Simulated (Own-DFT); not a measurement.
# Computed records: InAs (zincblende, strongly disordered by large displacements)

Computed with Own-DFT development build. A calculation, not a measurement: plane-wave PBE density functional theory by an unreviewed code, no spin, of a simulated periodic cell, stress positive in tension, free energy of the whole cell less one offset for each atom, forces on such cells passed a denser k mesh, this cell's mesh not checked; broken bonds can close the gap or carry spin, so checks made on this kind of crystal may not hold here; offsets are fitted by least squares, one for each functional and potential file, so energies compare only between cells with the same atoms and settings and are not formation energies; the far tail of each file's local potential was reset to the Coulomb form; each entry is a single point on an unrelaxed cell, so the pressure reflects the starting lattice, mostly measured values (interpolated for alloys), from which strain is counted, and rises with the displacements; printed positions are rounded, which can move forces by about a meV/angstrom; the program, named Own-DFT, is a retired in-house code; no spin-orbit coupling.

```xyz
64
Lattice="12.1166 0.0000 0.0000 0.0000 12.1166 0.0000 0.0000 0.0000 12.1166" Properties=species:S:1:pos:R:3:force_x:R:1:force_y:R:1:force_z:R:1 formula=InAs functional=PBE potential_files=PseudoDojo_norm-conserving,scalar-relativistic,standard_set wave_cutoff=42 occupations=Fermi-Dirac smearing_width=0.1 hardware=one_NVIDIA_H200 k_mesh=3_x_3_x_3_centred_on_Gamma free_energy_of_cell_above_offsets=0.261 pressure=9.23 stress_xx=-9.06 stress_yy=-9.27 stress_zz=-9.37 stress_yz=0.31 stress_xz=-0.61 stress_xy=-1.32 wall_time=1130
In     0.2405    11.7454     0.2956     -0.777      2.981      0.535
In     0.2318     3.4209     2.7710      3.754     -3.962      3.382
In     3.5472    11.8266     3.1634     -3.103     -0.924     -2.313
In     3.1774     3.0847    11.9558     -3.784      3.063       4.68
As     1.7411     1.6596     1.2353     -0.839     -1.466      2.179
As     1.5886     4.7122     4.5807      1.052     -1.465     -0.068
As     4.6508     1.2658     4.4906     -0.088      5.639     -2.218
As     4.4332     4.4489     1.3893      0.114      1.736       2.38
In    11.9585     0.1016     5.7094      2.827      -1.73      1.539
In     0.2611     2.9877     9.5734      -4.09      -4.68     -4.809
In     2.8392     0.1352     9.5484      1.355     -0.072     -1.655
In     3.3013     2.8020     5.8799     -1.366       0.97       1.31
As     1.7912     1.1426     7.4551     -1.158      1.209      -0.35
As     1.5253     4.3625    10.6615      3.264      6.907       2.25
As     4.3068     1.9627    10.5556      2.439     -7.846      -2.13
As     5.0468     4.4102     7.4772     -3.598      0.872     -1.894
In    12.1016     6.0077     0.2458      0.669      0.764      -1.26
In    11.9152     8.9901     3.2907     -2.195      0.541      0.014
In     2.8141     6.2399     2.9491      2.577     -2.526      0.664
In     2.8921     9.0710     0.2953     -0.614     -1.122     -1.787
As     1.3830     7.7444     1.8849     -1.538      0.318     -3.041
As     1.4245    10.5606     4.2490      1.564      1.235      1.177
As     4.5643     7.6307     4.2412     -2.152     -1.948      3.118
As     4.6257    10.4495     1.2689     -1.166      0.981      0.245
In     0.2219     6.1003     6.1239     -1.453      1.205      1.337
In     0.0437     9.1687     9.3377     -1.921     -0.734      -1.13
In     3.2627     6.1983     8.8543     -0.998     -0.764     -0.286
In     2.8414     9.0291     6.0007      3.728      3.084     -4.466
As     1.6685     8.1255     7.6160     -3.196     -4.712      3.827
As     1.4925    10.5821    10.7357      0.951     -1.187      0.387
As     4.4541     7.7567    10.4505      0.097     -0.754      1.928
As     4.5139    10.4325     7.8490     -0.341      1.341     -1.082
In     6.1641    11.8551     0.0270     -4.788     -3.504     -3.703
In     6.2210     3.5107     3.0775     -1.177     -2.262       -1.4
In     8.9864     0.2813     2.8152     -1.278       0.37      0.796
In     9.2961     3.3159    12.0940     -1.775     -2.099     -0.607
As     7.1099     1.3083     1.0215       5.39      8.605       5.86
As     7.6736     4.6697     4.6583     -0.028     -0.025      1.848
As    10.5694     1.6014     4.6329      -1.82      2.836     -2.617
As    10.7367     4.3061     1.5347     -3.233      3.587     -0.347
In     5.8027    11.9310     5.7191      2.372      -2.75      5.257
In     5.6593     3.0710     9.1782      5.712     -0.937     -0.068
In     9.0131    12.0513     9.2964      0.669      0.507      -0.63
In     9.2536     3.2322     6.3636     -1.737     -1.364     -3.976
As     7.9470     1.7741     7.6894     -3.339     -2.182      1.416
As     7.6331     4.2305    10.6005     -1.257      2.268     -1.353
As    10.5461     1.6412    10.7731       0.98     -2.216     -0.209
As    10.7543     4.3501     7.6035      3.793       3.55          3
In     5.8986     5.8408    11.9740      1.129      1.464     -0.469
In     5.7475     9.1215     2.9278      3.616      0.812     -0.204
In     8.9701     5.8399     2.9099      0.816      2.134     -0.564
In     9.1194     9.0661    11.8969      1.962     -1.343      3.443
As     7.4597     7.7187     1.5178      0.554     -1.368     -0.665
As     7.3866    10.5709     4.4382        1.8     -0.589     -0.518
As    10.4022     7.6606     4.8483      0.247     -1.609      -0.78
As    10.5890    10.8198     1.7030     -0.437      -2.44     -0.275
In     5.7521     6.1348     6.0859      2.142      2.615     -1.972
In     6.2333     9.0397     9.1301     -0.171      0.535      0.214
In     9.2398     6.3029     8.8909         -1     -4.424     -1.986
In     8.9950     9.1999     6.4004      0.936      2.343     -2.554
As     7.7297     7.6896     7.6304      -3.29     -1.964     -0.192
As     7.5531    10.4346    10.9233       -0.4      0.704     -4.229
As    10.3421     7.3219    10.5934      3.953      1.832      2.931
As    10.7810    10.6878     7.4079     -0.349     -0.039      2.093
```

Units: wave_cutoff in hartree; smearing_width, free_energy_of_cell_above_offsets in eV; pressure, stress_xx, stress_yy, stress_zz, stress_yz, stress_xz, stress_xy in GPa; wall_time in s; force_x, force_y, force_z in eV/Å.
